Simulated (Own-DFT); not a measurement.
# Which defects push the lattice out? grey tin

Calculated, not measured: single-point runs of Own-DFT, a retired in-house plane-wave DFT program that no person has reviewed, on unrelaxed cells, without spin or spin-orbit coupling.

Settings: PBE; PseudoDojo norm-conserving scalar-relativistic files; cutoff 42 hartree; 3 x 3 x 3 k mesh centred on Gamma; cold (Marzari-Vanderbilt) smearing of 0.2 eV.

Keep in mind (not all hold for every row): not probed for a lower state with spin; forces on such cells moved up to 12 meV/angstrom on a denser k mesh; stress not checked against mesh or cutoff.

All runs share one cell, with vectors in Å (12.978, 0.000, 0.000); (0.000, 12.978, 0.000); (0.000, 0.000, 12.978) and a volume of 2185.9 Å³. The atoms are randomly displaced, by u rms on each axis. The defect's site can differ from row to row.

| cell | formula | u (Å) | P (GPa) |
|---|---|---|---|
| no defect | Sn64 | 0.0202 | 3.38 |
| no defect | Sn64 | 0.0205 | 3.39 |
| no defect | Sn64 | 0.0488 | 3.65 |
| one Sn vacancy | Sn63 | 0.0289 | 3.20 |
| one Sn vacancy | Sn63 | 0.0308 | 3.18 |
| one Sn vacancy | Sn63 | 0.0501 | ? |
| one Sn vacancy | Sn63 | 0.0516 | 3.47 |
| two Sn vacancies | Sn62 | 0.0298 | 3.12 |
| two Sn vacancies | Sn62 | 0.0498 | 3.32 |
| two Sn vacancies | Sn62 | 0.0527 | 3.32 |

## Analysis

P = P0 + c u² + a shift for each defect gives P0 = 3.32 GPa, c = 136 ± 9 GPa/Å² and a scatter of 0.02 GPa. The shifts, and each times the cell's volume:

- one Sn vacancy: -0.24 ± 0.02 GPa, -3.3 eV
- two Sn vacancies: -0.35 ± 0.02 GPa, -4.8 eV (-2.4 eV for each of its 2 sites)

A positive shift means that the defect pushes the cell outwards. Shift times volume (160.2 GPa Å³ is 1 eV) depends little on the cell's size, so, taken for each site, it can be compared between cells at like pressure. The atoms around the defects weren't relaxed, which would change these numbers.

## Prediction

Asked: what pressure belongs in the blank (one Sn vacancy, u = 0.0501 Å)?

The fit gives 3.42 ± 0.03 GPa. The calculation gave 3.47 GPa.
